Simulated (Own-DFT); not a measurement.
# Which defects push the lattice out? C11b WSi2

Calculated, not measured: single-point runs of Own-DFT, a retired in-house plane-wave DFT program that no person has reviewed, on unrelaxed cells, without spin or spin-orbit coupling.

Settings: PBE; PseudoDojo norm-conserving scalar-relativistic files; cutoff 50 hartree; 5 x 5 x 5 k mesh centred on Gamma; cold (Marzari-Vanderbilt) smearing of 0.2 eV.

Known weak points: forces on such cells failed a check on a denser k mesh; stress not checked against mesh or cutoff.

All runs share one cell, with vectors in Å (-2.148, -5.953, 3.409); (-6.444, 2.976, 1.136); (-2.553, -2.948, -6.757) and a volume of 403.2 Å³. u is the rms random offset of the atoms per axis. The defect's site can differ from row to row.

```
cell,formula,u (Å),P (GPa)
no defect,Si20W10,0.0210,4.42
no defect,Si20W10,0.0216,4.55
no defect,Si20W10,0.0440,5.42
one Si vacancy,Si19W10,0.0295,3.27
one Si vacancy,Si19W10,0.0321,3.29
one Si vacancy,Si19W10,0.0468,3.79
one W vacancy,Si20W9,0.0268,3.52
one W vacancy,Si20W9,0.0307,?
one W vacancy,Si20W9,0.0490,4.95
one W vacancy,Si20W9,0.0493,4.91
one W on a Si site,Si19W11,0.0278,9.78
one W on a Si site,Si19W11,0.0328,10.00
one W on a Si site,Si19W11,0.0474,10.46
one Si on a W site,Si21W9,0.0295,5.95
one Si on a W site,Si21W9,0.0297,6.10
one Si on a W site,Si21W9,0.0496,7.91
```

## Working it out

P = P0 + c u² + a shift for each defect gives P0 = 4.08 GPa, c = 748 ± 96 GPa/Å² and a scatter of 0.26 GPa. The shifts, and each times the cell's volume:

- one W on a Si site: 4.98 ± 0.22 GPa, 12.5 eV
- one Si on a W site: 1.52 ± 0.22 GPa, 3.8 eV
- one W vacancy: -1.01 ± 0.23 GPa, -2.5 eV
- one Si vacancy: -1.66 ± 0.22 GPa, -4.2 eV

Positive is outwards. The product with the volume (160.2 GPa Å³ to the eV) is nearly free of the cell's size; divided by the bulk modulus at the cell's pressure it gives the volume that the defect adds. The atoms around the defects weren't relaxed, which would change these numbers.

## The run left out

The question: what pressure belongs in the blank (one W vacancy, u = 0.0307 Å)?

From the fit: 3.78 ± 0.31 GPa. The run itself gave 3.35 GPa.
